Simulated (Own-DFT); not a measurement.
# One trend across several semiconductors

Everything here is calculated. The program is Own-DFT (plane waves, in-house, since retired, never reviewed by a person); positions were held fixed, and spin and spin-orbit coupling were off.

Known weak points (not all hold for every row): forces on such cells moved up to 12 meV/angstrom on a denser k mesh; k mesh not checked against a denser one; forces on such cells passed a denser k mesh, each cell not checked; stress not checked against mesh or cutoff.

All runs are PBE with PseudoDojo norm-conserving files; cutoff and k mesh are each material's own. Every cell starts from measured lattice constants and was given uniform random strains and small random moves of its atoms. Each triple is the change of volume in per cent, the rms move u in Å and the pressure in GPa.

- 4H SiC (C36Si36), 10.36 Å³/atom unstrained: (-3.39, 0.050, 14.18); (-3.07, 0.054, 13.19); (-2.22, 0.051, 10.87); (-1.71, 0.051, 9.99); (-1.51, 0.054, 8.93); (1.09, 0.050, 3.58); (2.18, 0.054, 0.98)
- wurtzite AlN (Al64N64), 10.45 Å³/atom unstrained: (-2.80, 0.051, 12.65); (-1.39, 0.051, 8.74); (-0.13, 0.049, 6.04); (1.23, 0.051, 3.42); (2.03, 0.050, 1.92); (2.93, 0.052, -0.07); (3.08, 0.048, -0.52)
- wurtzite GaN (Ga48N48), 11.42 Å³/atom unstrained: (-1.51, 0.049, 10.66); (-0.45, 0.050, 8.52); (-0.33, 0.049, 8.16); (-0.30, 0.054, 7.64); (1.03, 0.050, 4.96); (1.64, 0.048, 4.27); (2.66, 0.050, 2.20)
- diamond silicon (Si64), 20.02 Å³/atom unstrained: withheld
- zincblende GaP (Ga32P32), 20.24 Å³/atom unstrained: (-2.58, 0.048, 6.04); (-1.84, 0.044, 4.97); (-1.65, 0.054, 5.26); (0.66, 0.054, 3.05); (1.13, 0.054, 2.66); (1.24, 0.048, 2.20); (1.34, 0.050, 2.39)
- grey tin (Sn64), 34.15 Å³/atom unstrained: (-3.34, 0.051, 5.64); (-2.77, 0.045, 5.17); (-1.78, 0.048, 4.62); (-1.60, 0.048, 4.55); (0.06, 0.053, 3.88); (0.80, 0.049, 3.24); (2.11, 0.047, 2.63)

## Fit

Fit a line to each set against the fractional change of volume; B is minus its slope, and u is nearly the same within a set. To take it to zero pressure, assume that B rises by 4 GPa for each GPa: B0 = B - 4 x (mean pressure). The bond length of an ideal tetrahedral crystal with the unstrained volume v is d = (√3/4)(8 v)^(1/3). Cohen's empirical rule reads B0 = (1971 - 220 L) d^(-3.5) GPa, with L = 0 for group IV crystals and SiC and 1 for III-V compounds.

| material | L | d (Å) | B (GPa) | mean P (GPa) | B0 (GPa) | rule (GPa) |
|---|---|---|---|---|---|---|
| 4H SiC (C36Si36) | 0 | 1.888 | 232 ± 6 | 8.8 | 197 ± 6 | 213 |
| wurtzite AlN (Al64N64) | 1 | 1.893 | 216 ± 6 | 4.6 | 198 ± 6 | 188 |
| wurtzite GaN (Ga48N48) | 1 | 1.950 | 202 ± 8 | 6.6 | 176 ± 8 | 169 |
| diamond silicon (Si64) | 0 | 2.352 | ? | ? | ? | 99 |
| zincblende GaP (Ga32P32) | 1 | 2.360 | 92 ± 5 | 3.8 | 77 ± 5 | 87 |
| grey tin (Sn64) | 0 | 2.810 | 53 ± 2 | 4.2 | 36 ± 2 | 53 |

A line through ln[B0/(1971 - 220 L)] against ln d has a slope of -4.4 ± 0.2 and a scatter of 8 %. Against the rule, B0 stands at 92 % for 4H SiC, 105 % for wurtzite AlN, 104 % for wurtzite GaN, 89 % for zincblende GaP, 69 % for grey tin. PBE tends to make silicon and heavier crystals too soft, and the rule itself is only a guide.

## The run left out

Asked: what B0 does the fitted trend give for diamond silicon (Si64)?

Estimate: 83 GPa. Its own runs give B = 103 ± 6 GPa at a mean pressure of 2.9 GPa, so B0 = 91 GPa.
